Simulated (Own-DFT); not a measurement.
## Calculated data, Hf$_{36}$O$_{71}$ (tetragonal hafnia with one neutral oxygen vacancy, atoms displaced)

A calculation, not a measurement: plane-wave PBE and HSE06 DFT by an unreviewed code, no spin, of a simulated cell at Gamma alone, so results move with cell size and shape, stress positive in tension, energies less offsets, not probed for a lower state with spin; hafnium file: forces about 75 meV/angstrom off all-electron values; oxygen file: force components 24 meV/angstrom off all-electron in a glass; k mesh not checked against a denser one; forces and stress are PBE's, HSE06 gives the energy alone, and its difference from PBE has offsets of its own; offsets are fitted by least squares, one for each functional and potential file, so energies compare only between cells with the same atoms and settings and are not formation energies; the far tail of each file's local potential was reset to the Coulomb form; each entry is a single point on an unrelaxed cell, so the pressure reflects the starting lattice, taken from the Materials Project, from which strain is counted, and rises with the displacements; printed positions are rounded, which can move forces by about a meV/angstrom; the program is a retired in-house code; no spin-orbit coupling. Program: Own-DFT development build.

Common to all runs: first functional PBE; second functional HSE06; exact exchange share 0.25; screening 0.11 1/bohr; exchange divergence Gygi-Baldereschi; potential files PseudoDojo norm-conserving, scalar-relativistic, made for PBE, standard set; wave cutoff 48 hartree; occupations fixed; k mesh 1 x 1 x 1 centred on Gamma.

(1) 
```cif
# cell vector a (Å): 10.7800 0.0000 0.0000
# cell vector b (Å): 0.0000 10.7800 0.0000
# cell vector c (Å): 0.0000 0.0000 10.4493
data_Hf36O71
_symmetry_space_group_name_H-M 'P 1'
_symmetry_Int_Tables_number 1
_cell_length_a 10.7800
_cell_length_b 10.7800
_cell_length_c 10.4493
_cell_angle_alpha 90.000
_cell_angle_beta 90.000
_cell_angle_gamma 90.000
_cell_volume 1214.30
loop_
_atom_site_label
_atom_site_type_symbol
_atom_site_fract_x
_atom_site_fract_y
_atom_site_fract_z
_atom_site_occupancy
Hf1 Hf 0.00096 0.99712 0.00512 1
Hf2 Hf 0.16575 0.17079 0.24756 1
O1 O 0.99915 0.16514 0.15360 1
O2 O 0.17634 0.00273 0.34641 1
O3 O 0.00699 0.16600 0.39921 1
O4 O 0.16664 0.00274 0.08959 1
Hf3 Hf 0.99613 0.99764 0.49132 1
Hf4 Hf 0.16588 0.17328 0.74849 1
O5 O 0.00225 0.16605 0.65513 1
O6 O 0.16265 0.99867 0.84772 1
O7 O 0.00356 0.16606 0.90344 1
O8 O 0.17119 0.00643 0.59717 1
Hf5 Hf 0.00038 0.33371 0.00195 1
Hf6 Hf 0.16674 0.49510 0.25379 1
O9 O 0.00038 0.50715 0.15207 1
O10 O 0.16050 0.32839 0.34335 1
O11 O 0.00514 0.49308 0.40162 1
O12 O 0.15512 0.32321 0.09687 1
Hf7 Hf 0.99619 0.32516 0.50043 1
Hf8 Hf 0.16938 0.49353 0.74757 1
O13 O 0.99637 0.50031 0.65430 1
O14 O 0.16769 0.33545 0.84847 1
O15 O 0.00227 0.50285 0.90557 1
O16 O 0.15783 0.32662 0.59919 1
Hf9 Hf 0.00102 0.66696 0.99982 1
Hf10 Hf 0.15968 0.83307 0.25173 1
O17 O 0.00066 0.83659 0.14715 1
O18 O 0.16526 0.67085 0.34563 1
O19 O 0.00172 0.83008 0.40017 1
O20 O 0.16929 0.66214 0.09197 1
Hf11 Hf 0.99880 0.67062 0.49925 1
Hf12 Hf 0.15485 0.83645 0.74502 1
O21 O 0.99929 0.83947 0.64272 1
O22 O 0.16827 0.66832 0.84565 1
O23 O 0.00122 0.83206 0.89817 1
O24 O 0.16429 0.66170 0.59519 1
Hf13 Hf 0.32742 0.00083 0.99222 1
Hf14 Hf 0.50204 0.16214 0.25285 1
O25 O 0.33382 0.16496 0.14546 1
O26 O 0.50299 0.99598 0.34185 1
O27 O 0.33383 0.16048 0.40716 1
O28 O 0.50816 0.99429 0.09718 1
Hf15 Hf 0.34009 0.99765 0.50213 1
Hf16 Hf 0.49216 0.16844 0.75242 1
O29 O 0.33448 0.16988 0.64331 1
O30 O 0.49907 0.00236 0.84511 1
O31 O 0.33280 0.16790 0.89156 1
O32 O 0.49673 0.00154 0.60005 1
Hf17 Hf 0.33194 0.34068 0.00508 1
Hf18 Hf 0.50558 0.50068 0.24896 1
O33 O 0.33925 0.50207 0.14157 1
O34 O 0.49844 0.34365 0.35159 1
O35 O 0.33204 0.49696 0.40327 1
O36 O 0.50185 0.34119 0.09610 1
Hf19 Hf 0.33075 0.34353 0.50642 1
Hf20 Hf 0.49737 0.50400 0.74418 1
O37 O 0.33517 0.49830 0.64979 1
O38 O 0.50076 0.34395 0.84671 1
O39 O 0.34054 0.49712 0.89615 1
O40 O 0.49294 0.33479 0.60143 1
Hf21 Hf 0.34071 0.66014 0.00126 1
Hf22 Hf 0.50318 0.83947 0.24994 1
O41 O 0.32895 0.83391 0.15666 1
O42 O 0.50434 0.66551 0.35019 1
O43 O 0.33288 0.83647 0.39961 1
O44 O 0.50115 0.67173 0.09095 1
Hf23 Hf 0.33728 0.67171 0.50030 1
Hf24 Hf 0.49509 0.84398 0.74928 1
O45 O 0.32413 0.83318 0.65317 1
O46 O 0.33175 0.82234 0.90881 1
O47 O 0.49775 0.67611 0.59416 1
Hf25 Hf 0.66878 0.00252 0.00397 1
Hf26 Hf 0.82418 0.16896 0.24346 1
O48 O 0.66436 0.16902 0.15195 1
O49 O 0.83323 0.00281 0.34778 1
O50 O 0.67169 0.16244 0.39901 1
O51 O 0.83372 0.00640 0.09345 1
Hf27 Hf 0.66250 0.00282 0.49602 1
Hf28 Hf 0.83801 0.17114 0.75891 1
O52 O 0.67472 0.17197 0.65802 1
O53 O 0.83128 0.99983 0.84288 1
O54 O 0.66276 0.16853 0.90385 1
O55 O 0.83646 0.00334 0.60243 1
Hf29 Hf 0.66071 0.33623 0.00401 1
Hf30 Hf 0.83543 0.50021 0.25077 1
O56 O 0.66891 0.50323 0.15206 1
O57 O 0.83078 0.33340 0.34540 1
O58 O 0.65852 0.51137 0.40837 1
O59 O 0.83451 0.33420 0.10184 1
Hf31 Hf 0.66785 0.33440 0.50494 1
Hf32 Hf 0.84045 0.50571 0.75235 1
O60 O 0.67119 0.50046 0.65244 1
O61 O 0.83361 0.33077 0.84877 1
O62 O 0.65704 0.49807 0.90556 1
O63 O 0.83937 0.33443 0.58995 1
Hf33 Hf 0.67204 0.66951 0.00545 1
Hf34 Hf 0.83506 0.83379 0.24837 1
O64 O 0.65820 0.83485 0.15732 1
O65 O 0.83198 0.66415 0.34516 1
O66 O 0.66860 0.83911 0.41203 1
O67 O 0.83726 0.66669 0.10241 1
Hf35 Hf 0.67147 0.66532 0.49980 1
Hf36 Hf 0.83506 0.84386 0.74262 1
O68 O 0.67017 0.84180 0.66209 1
O69 O 0.82952 0.67366 0.84824 1
O70 O 0.66054 0.82929 0.89432 1
O71 O 0.83041 0.66583 0.59860 1
_calc_PBE_energy_of_cell_above_offsets '-97.633'  # eV
_calc_HSE06_less_PBE_above_offsets '0.063'  # eV
_calc_PBE_pressure 2.17  # GPa
_calc_PBE_stress_xx -2.38  # GPa
_calc_PBE_stress_yy -1.23  # GPa
_calc_PBE_stress_zz -2.89  # GPa
_calc_PBE_stress_yz -0.12  # GPa
_calc_PBE_stress_xz -0.48  # GPa
_calc_PBE_stress_xy 0.06  # GPa
```

Force:
| element | x (eV/Å) | y (eV/Å) | z (eV/Å) |
| --- | --- | --- | --- |
| Hf | 0.667 | 0.474 | -1.687 |
| Hf | 0.15 | -1.794 | 0.269 |
| O | -0.751 | -0.325 | 0.04 |
| O | -1.269 | -0.769 | -0.741 |
| O | -0.593 | -0.52 | 0.281 |
| O | -0.075 | 0.004 | 0.741 |
| Hf | 1.05 | 1.284 | 1.432 |
| Hf | 0.538 | -1.737 | -0.509 |
| O | -0.823 | 0.196 | -0.186 |
| O | 0.589 | 0.331 | -0.185 |
| O | -0.218 | 0.194 | 0.28 |
| O | -0.988 | -0.403 | -0.421 |
| Hf | -1.63 | -0.267 | -0.824 |
| Hf | -0.328 | 1.581 | -0.269 |
| O | 0.163 | -0.597 | 0.459 |
| O | 0.956 | 1.1 | 0.426 |
| O | -0.2 | 1.095 | 0.148 |
| O | 2.688 | 0.978 | 0.532 |
| Hf | 0.814 | 0.306 | -0.869 |
| Hf | -0.739 | 2.484 | 0.364 |
| O | 0.998 | 0.1 | 0.002 |
| O | 0.019 | 0.136 | 0.48 |
| O | -0.43 | -0.704 | -0.4 |
| O | 1.431 | 0.971 | 0.263 |
| Hf | 1.178 | 0.072 | -0.554 |
| Hf | 2.558 | 0.574 | -0.419 |
| O | -0.886 | 0.228 | 0.292 |
| O | -0.108 | -1.253 | 0.002 |
| O | -0.591 | 0.72 | -0.934 |
| O | -0.619 | 0.086 | 0.566 |
| Hf | 0.645 | -1.934 | 0.385 |
| Hf | 1.589 | -0.608 | 1.08 |
| O | -0.26 | -0.539 | -0.59 |
| O | -0.512 | -0.95 | -0.899 |
| O | -0.182 | 0.46 | 0.16 |
| O | -0.082 | 0.085 | -0.402 |
| Hf | 0.656 | -1.048 | 0.324 |
| Hf | -1.748 | 1.029 | -0.005 |
| O | 0.889 | 0.351 | 0.459 |
| O | 0.342 | 1.74 | 1.469 |
| O | 0.87 | 1.751 | -1.068 |
| O | -1.614 | 0.73 | 0.112 |
| Hf | -2.946 | 0.512 | -0.393 |
| Hf | 0.825 | 1.309 | -0.253 |
| O | -0.312 | 0.182 | 1.377 |
| O | -0.488 | 0.453 | 0.62 |
| O | 0.128 | 0.41 | 0.777 |
| O | 1.488 | -0.028 | 0.04 |
| Hf | 0.363 | -0.784 | -0.975 |
| Hf | -0.426 | 0.774 | 0.291 |
| O | -1.041 | -0.999 | 1.262 |
| O | 0.567 | -2.023 | -0.384 |
| O | -0.724 | 1.431 | -0.741 |
| O | -0.903 | -0.561 | 0.83 |
| Hf | 0.207 | -2.531 | -0.507 |
| Hf | 1.354 | 0.58 | 1.486 |
| O | -1.043 | -0.114 | -0.504 |
| O | -0.189 | -2.049 | 0.072 |
| O | -0.463 | 0.308 | 0.022 |
| O | 1.63 | -0.028 | -0.533 |
| Hf | -1.355 | 0.76 | -0.927 |
| Hf | -3.051 | -2.352 | -0.399 |
| O | 0.447 | 0.291 | 0.158 |
| O | -0.61 | 0.725 | -0.856 |
| O | 0.455 | -0.845 | 0.735 |
| O | 0.984 | -0.278 | 0.457 |
| Hf | -0.825 | 0.462 | -0.549 |
| Hf | 0.535 | -2.461 | 0.366 |
| O | 0.797 | 0.029 | -0.102 |
| O | 0.922 | 2.306 | -0.583 |
| O | 0.879 | -0.381 | 0.588 |
| Hf | -0.677 | -0.617 | -2.307 |
| Hf | 2.087 | 0.352 | 0.776 |
| O | -0.685 | -0.048 | -0.263 |
| O | 0.408 | -0.727 | -0.514 |
| O | -0.804 | 1.347 | -0.129 |
| O | -0.528 | -0.533 | 1.004 |
| Hf | 1.304 | -0.276 | 2.315 |
| Hf | -0.233 | -1.135 | -1.212 |
| O | -1.446 | 0.334 | -0.709 |
| O | 0.073 | 0.601 | 1.301 |
| O | 0.077 | -0.164 | 0.731 |
| O | -0.322 | -0.213 | -1.566 |
| Hf | 1.012 | 0.161 | -1.693 |
| Hf | 0.579 | -0.471 | -0.401 |
| O | 0.226 | -0.1 | 0.472 |
| O | -0.531 | 0.035 | 0.267 |
| O | 0.723 | -2.926 | -0.921 |
| O | -0.338 | -0.063 | -0.322 |
| Hf | -0.448 | 0.215 | 0.34 |
| Hf | -1.257 | 0.185 | 0.6 |
| O | -0.364 | -0.304 | -0.003 |
| O | 0.244 | 1.738 | 0.249 |
| O | 0.584 | 1.291 | 0.276 |
| O | -1.669 | -0.017 | 0.915 |
| Hf | -0.71 | -0.224 | -1.985 |
| Hf | -0.572 | -0.286 | 0.246 |
| O | 3.692 | -0.295 | -0.633 |
| O | 0.144 | 1.086 | 0.505 |
| O | 0.242 | -0.907 | -0.986 |
| O | -0.359 | 0.659 | 0.07 |
| Hf | -1.298 | 1.321 | 0.981 |
| Hf | -0.76 | -0.865 | 0.941 |
| O | -1.217 | 0.092 | -1.264 |
| O | 0.413 | -0.973 | 0.03 |
| O | -0.277 | 0.767 | 2.031 |
| O | 1.34 | 0.247 | -0.121 |

(2) 
```cif
# cell vector a (Å): 10.7800 0.0000 0.0000
# cell vector b (Å): 0.0000 10.7800 0.0000
# cell vector c (Å): 0.0000 0.0000 10.4493
data_Hf36O71
_symmetry_space_group_name_H-M 'P 1'
_symmetry_Int_Tables_number 1
_cell_length_a 10.7800
_cell_length_b 10.7800
_cell_length_c 10.4493
_cell_angle_alpha 90.000
_cell_angle_beta 90.000
_cell_angle_gamma 90.000
_cell_volume 1214.30
loop_
_atom_site_label
_atom_site_type_symbol
_atom_site_fract_x
_atom_site_fract_y
_atom_site_fract_z
_atom_site_occupancy
Hf1 Hf 0.00136 0.00263 0.00408 1
Hf2 Hf 0.16888 0.16943 0.25072 1
O1 O 0.98864 0.15406 0.15170 1
O2 O 0.16858 0.99786 0.34637 1
O3 O 0.99911 0.16340 0.39878 1
O4 O 0.16327 0.99673 0.10251 1
Hf3 Hf 0.00934 0.99735 0.50092 1
Hf4 Hf 0.16533 0.16122 0.74917 1
O5 O 0.00076 0.16079 0.65344 1
O6 O 0.16950 0.99301 0.84730 1
O7 O 0.16323 0.99671 0.58818 1
Hf5 Hf 0.00064 0.33147 0.00088 1
Hf6 Hf 0.16941 0.49089 0.24246 1
O8 O 0.00482 0.50005 0.15216 1
O9 O 0.16553 0.33265 0.34913 1
O10 O 0.99802 0.51343 0.40889 1
O11 O 0.16824 0.33690 0.10176 1
Hf7 Hf 0.00181 0.33724 0.50043 1
Hf8 Hf 0.17565 0.50009 0.75706 1
O12 O 0.99996 0.49690 0.64064 1
O13 O 0.16686 0.33261 0.84581 1
O14 O 0.99713 0.50466 0.90307 1
O15 O 0.16782 0.33533 0.59492 1
Hf9 Hf 0.00235 0.66856 0.00571 1
Hf10 Hf 0.16879 0.83379 0.25735 1
O16 O 0.00212 0.83097 0.14728 1
O17 O 0.17175 0.66311 0.34593 1
O18 O 0.99153 0.82248 0.39922 1
O19 O 0.16404 0.66761 0.10183 1
Hf11 Hf 0.99389 0.66121 0.49858 1
Hf12 Hf 0.16678 0.82136 0.74870 1
O20 O 0.00297 0.82782 0.64891 1
O21 O 0.17183 0.65814 0.84501 1
O22 O 0.00158 0.83687 0.90675 1
O23 O 0.15751 0.66889 0.59695 1
Hf13 Hf 0.33592 0.99808 0.00184 1
Hf14 Hf 0.50690 0.15728 0.25779 1
O24 O 0.32637 0.16010 0.15145 1
O25 O 0.49286 0.99915 0.35070 1
O26 O 0.33132 0.17327 0.40582 1
O27 O 0.49437 0.00204 0.09354 1
Hf15 Hf 0.33021 0.00172 0.49826 1
Hf16 Hf 0.50905 0.16193 0.74493 1
O28 O 0.33137 0.17182 0.65782 1
O29 O 0.49375 0.00433 0.84227 1
O30 O 0.33836 0.16352 0.90821 1
O31 O 0.50216 0.99980 0.59788 1
Hf17 Hf 0.33741 0.33343 0.00448 1
Hf18 Hf 0.49420 0.50175 0.25770 1
O32 O 0.34279 0.49656 0.14551 1
O33 O 0.49473 0.32637 0.34898 1
O34 O 0.32978 0.49938 0.39523 1
O35 O 0.49383 0.33209 0.09878 1
Hf19 Hf 0.33165 0.33136 0.49576 1
Hf20 Hf 0.49301 0.50393 0.74959 1
O36 O 0.32919 0.49651 0.64934 1
O37 O 0.49713 0.34286 0.84326 1
O38 O 0.33602 0.49099 0.89945 1
O39 O 0.50009 0.33476 0.59708 1
Hf21 Hf 0.33388 0.67212 0.00300 1
Hf22 Hf 0.50731 0.83135 0.26159 1
O40 O 0.34012 0.82975 0.14581 1
O41 O 0.50516 0.66492 0.34423 1
O42 O 0.33708 0.83306 0.40846 1
O43 O 0.49814 0.66134 0.09719 1
Hf23 Hf 0.32733 0.67214 0.49615 1
Hf24 Hf 0.49852 0.83667 0.75110 1
O44 O 0.33519 0.82966 0.65646 1
O45 O 0.49943 0.66997 0.84454 1
O46 O 0.33599 0.83489 0.90319 1
O47 O 0.48877 0.66589 0.59763 1
Hf25 Hf 0.66361 0.00778 0.00381 1
Hf26 Hf 0.83103 0.16919 0.25284 1
O48 O 0.67655 0.16784 0.14830 1
O49 O 0.83107 0.99818 0.34619 1
O50 O 0.67912 0.16478 0.40185 1
O51 O 0.82581 0.99584 0.09763 1
Hf27 Hf 0.66744 0.00041 0.48966 1
Hf28 Hf 0.83359 0.16788 0.75508 1
O52 O 0.66773 0.16811 0.65480 1
O53 O 0.83805 0.99528 0.84383 1
O54 O 0.67333 0.17041 0.90351 1
O55 O 0.83248 0.00091 0.59452 1
Hf29 Hf 0.67099 0.33766 0.00496 1
Hf30 Hf 0.83128 0.50187 0.25427 1
O56 O 0.66333 0.49692 0.14280 1
O57 O 0.83182 0.33391 0.34781 1
O58 O 0.66724 0.49830 0.39806 1
O59 O 0.83853 0.33141 0.09061 1
Hf31 Hf 0.66633 0.33197 0.49598 1
Hf32 Hf 0.84520 0.50113 0.75506 1
O60 O 0.66724 0.49758 0.65860 1
O61 O 0.83980 0.32495 0.84683 1
O62 O 0.66994 0.49335 0.90532 1
O63 O 0.83952 0.33480 0.59783 1
Hf33 Hf 0.66883 0.66410 0.99887 1
Hf34 Hf 0.83416 0.82818 0.24697 1
O64 O 0.66732 0.83768 0.14687 1
O65 O 0.83034 0.66446 0.35086 1
O66 O 0.66894 0.83609 0.39803 1
O67 O 0.83929 0.66456 0.10544 1
Hf35 Hf 0.65968 0.66925 0.49661 1
Hf36 Hf 0.82945 0.83261 0.75237 1
O68 O 0.66505 0.84135 0.64585 1
O69 O 0.83265 0.66403 0.84410 1
O70 O 0.66852 0.82971 0.90119 1
O71 O 0.82558 0.66303 0.59971 1
_calc_PBE_energy_of_cell_above_offsets '-97.073'  # eV
_calc_HSE06_less_PBE_above_offsets '0.065'  # eV
_calc_PBE_pressure 2.08  # GPa
_calc_PBE_stress_xx 0.03  # GPa
_calc_PBE_stress_yy -3.88  # GPa
_calc_PBE_stress_zz -2.4  # GPa
_calc_PBE_stress_yz -0.1  # GPa
_calc_PBE_stress_xz -0.22  # GPa
_calc_PBE_stress_xy 0  # GPa
```

Force:
| element | x (eV/Å) | y (eV/Å) | z (eV/Å) |
| --- | --- | --- | --- |
| Hf | -0.442 | 0.034 | -0.315 |
| Hf | -1.283 | -0.929 | -0.676 |
| O | 2.045 | 0.922 | -0.319 |
| O | 0.349 | 0.4 | 0.72 |
| O | 0.37 | 0.46 | 0.572 |
| O | 0.684 | -0.026 | -0.274 |
| Hf | -4.142 | -0.178 | -0.992 |
| Hf | 0.347 | 0.529 | 1.115 |
| O | 0.257 | 0.115 | 0.426 |
| O | -0.438 | 0.696 | -0.608 |
| O | 2.571 | 0.099 | 1.531 |
| Hf | 0.503 | -0.203 | -1.134 |
| Hf | 0.641 | 1.484 | 0.357 |
| O | -1.042 | -0.299 | 0.58 |
| O | -0.33 | 0.26 | -0.174 |
| O | -0.004 | -4.595 | -2.938 |
| O | -0.486 | -0.482 | 0.114 |
| Hf | 0.022 | -0.129 | 0.448 |
| Hf | -0.903 | -2.107 | -1.777 |
| O | 0.556 | 0.163 | 1.825 |
| O | -0.861 | -0.73 | 0.352 |
| O | 0.014 | -0.844 | 0 |
| O | -0.481 | -0.463 | -0.22 |
| Hf | -0.263 | 0.681 | -0.293 |
| Hf | -0.73 | -1.135 | -2.13 |
| O | -0.15 | 0.137 | 1.259 |
| O | 0.439 | 0.533 | -0.081 |
| O | 0.901 | 1.8 | -0.458 |
| O | 1.271 | -0.246 | -0.605 |
| Hf | -0.568 | 2.703 | 2.412 |
| Hf | -0.821 | 0.986 | 0.2 |
| O | -0.757 | 0.663 | 0.889 |
| O | 0.115 | 1.835 | 1.376 |
| O | 0.143 | -1.501 | -0.455 |
| O | 2.059 | 0.083 | -0.022 |
| Hf | -2.113 | 0.874 | -0.649 |
| Hf | -1.088 | 2.389 | -2.566 |
| O | 1.37 | 0.164 | 1.307 |
| O | 0.427 | -0.114 | 0.306 |
| O | -0.172 | -2.549 | -0.944 |
| O | 2.082 | 0.535 | 1.483 |
| Hf | 0.634 | 0.699 | 1.288 |
| Hf | -2.066 | 2.277 | 0.853 |
| O | 0.52 | -0.807 | -0.778 |
| O | 0.793 | -1.055 | 0.814 |
| O | -0.333 | 0.564 | 0.02 |
| O | -0.895 | 0.473 | -0.842 |
| Hf | 0.076 | -1.059 | -1.585 |
| Hf | 0.695 | -1.668 | -1.855 |
| O | -1.847 | 0.331 | 0.627 |
| O | 0.874 | 0.114 | -0.24 |
| O | 0.844 | 0.246 | 0.157 |
| O | 2.042 | -0.819 | 0.541 |
| Hf | 0.371 | 1.626 | 2.109 |
| Hf | 1.13 | -0.921 | -0.536 |
| O | 0.236 | 0.51 | -0.224 |
| O | 0.456 | -2.121 | 0.325 |
| O | -0.682 | 2.073 | 0.129 |
| O | 0.077 | -0.23 | -1.05 |
| Hf | 0.276 | -0.541 | -0.093 |
| Hf | -0.339 | -0.214 | -3.097 |
| O | -0.417 | -0.041 | 1.787 |
| O | -0.077 | 0.758 | 1.145 |
| O | 0.055 | 0.774 | -1.125 |
| O | 0.921 | 0.306 | 0.024 |
| Hf | -1.359 | -2.12 | 1.417 |
| Hf | 0.79 | -0.133 | -0.178 |
| O | -0.951 | 0.375 | -0.682 |
| O | 0.028 | -0.327 | 0.668 |
| O | -0.056 | -0.786 | -0.245 |
| O | 1.46 | 0.068 | -0.954 |
| Hf | 0.929 | -1.174 | -0.737 |
| Hf | 1.451 | -1.38 | 0.291 |
| O | -2.533 | -0.201 | 0.657 |
| O | -0.225 | -0.242 | -0.572 |
| O | -1.543 | 0.554 | -0.725 |
| O | 0.857 | -0.215 | -0.482 |
| Hf | 2.032 | -0.704 | 2.938 |
| Hf | 0.292 | -1.44 | -1.318 |
| O | 0.684 | 0.13 | -0.98 |
| O | -0.047 | 1.226 | 0.599 |
| O | -0.662 | -0.524 | -0.272 |
| O | 0.137 | -0.183 | -0.523 |
| Hf | -1.437 | -0.11 | -0.555 |
| Hf | 0.019 | 0.186 | -0.972 |
| O | 0.651 | 0.046 | 1.797 |
| O | 0.271 | 0.669 | -0.163 |
| O | -0.377 | 0.129 | 0.173 |
| O | -0.25 | 0.424 | 1.127 |
| Hf | 0.355 | 1.094 | 2.211 |
| Hf | -1.316 | -0.834 | -1.562 |
| O | -0.186 | 0.142 | -0.376 |
| O | 0.812 | 1.652 | 0.712 |
| O | 0.44 | 1.438 | -0.204 |
| O | -1.099 | -0.501 | -0.465 |
| Hf | -0.368 | -0.384 | -0.072 |
| Hf | 0.969 | 1.124 | -0.137 |
| O | -1.069 | -0.723 | 1.069 |
| O | -0.947 | 0.041 | -0.247 |
| O | -0.944 | -0.791 | -0.515 |
| O | -1.219 | -0.063 | -0.515 |
| Hf | 1.041 | -0.955 | 2.024 |
| Hf | 0.392 | 0.088 | -1.226 |
| O | -0.33 | -0.801 | 0.343 |
| O | -0.073 | 0.765 | 1.133 |
| O | -0.14 | 0.883 | -0.011 |
| O | 0.078 | 0.276 | -0.507 |
